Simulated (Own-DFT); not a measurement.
# Reading a pressure off an energy slope: alpha-quartz SiO2, 70 atoms (O46Si24), with two O vacancies

All values are computed. Each geometry was run twice at fixed positions with Own-DFT, a retired in-house plane-wave program that no person has reviewed: with PBE, and with HSE06 (exact exchange share 0.25 at short range, screening 0.11 per bohr, Gygi-Baldereschi treatment of its divergence). Both used PseudoDojo norm-conserving files made for PBE, a cutoff of 48 hartree, the Gamma point alone, fixed occupations, a neutral cell and no spin. The unstrained cell is 8.5 Å across at its thinnest, so Gamma alone is coarse and defects feel their images. The oxygen file's force components were 24 meV/Å off all-electron values in a glass.

Unstrained cell vectors in Å: (9.827, 0.000, 0.000); (-4.913, 8.510, 0.000); (0.000, 0.000, 10.810), volume V0 = 904.1 Å³, from measured lattice constants. Each geometry has its own random strain of a few per cent, its own defect sites and random moves of rms u per axis. HSE06 gave the energy alone. D is its energy less that of PBE, over the lowest D shown. The PBE stress wasn't checked against mesh or cutoff.

```
run  V - V0 (Å³)   u (Å)  P with PBE (GPa)  D (eV)
  1         -5.5  0.0307              8.49   0.645
  2         -8.1  0.0311             10.23   0.575
  3         -4.5  0.0296              9.16   0.509
  4        -13.2  0.0292             10.47   0.408
  5        -27.0  0.0285             14.30   0.000
  6        -10.6  0.0283             10.14   0.455
  7        -23.4  0.0312             13.23   0.100
  8         26.5  0.0286              1.10   1.568
  9        -16.0  0.0305             11.12   0.305
 10         22.9  0.0284              3.14   1.351
 11         13.7  0.0311              3.93   1.172
 12         -5.4  0.0294              8.39   0.661
 13        -19.8  0.0291             12.01   0.289
 14         20.8  0.0312              4.05       ?
```

## Worked fit

D = 0.77 + 0.0280 (V - V0) eV, with an error of 0.0010 on the volume slope and a scatter of 0.06 eV. Pressure is -dE/dV, and 1 eV/Å³ is 160.2 GPa, so HSE06 changes the pressure by -4.5 ± 0.2 GPa. Turning this into a change of volume would need the relaxed stiffness: quartz yields by tilting its tetrahedra, which these fixed-ion runs don't allow.

## Withheld run

Q: what D should run 14 give?

The fit gives 1.35 eV, with rows scattering by 0.06. Computed: 1.296 eV.
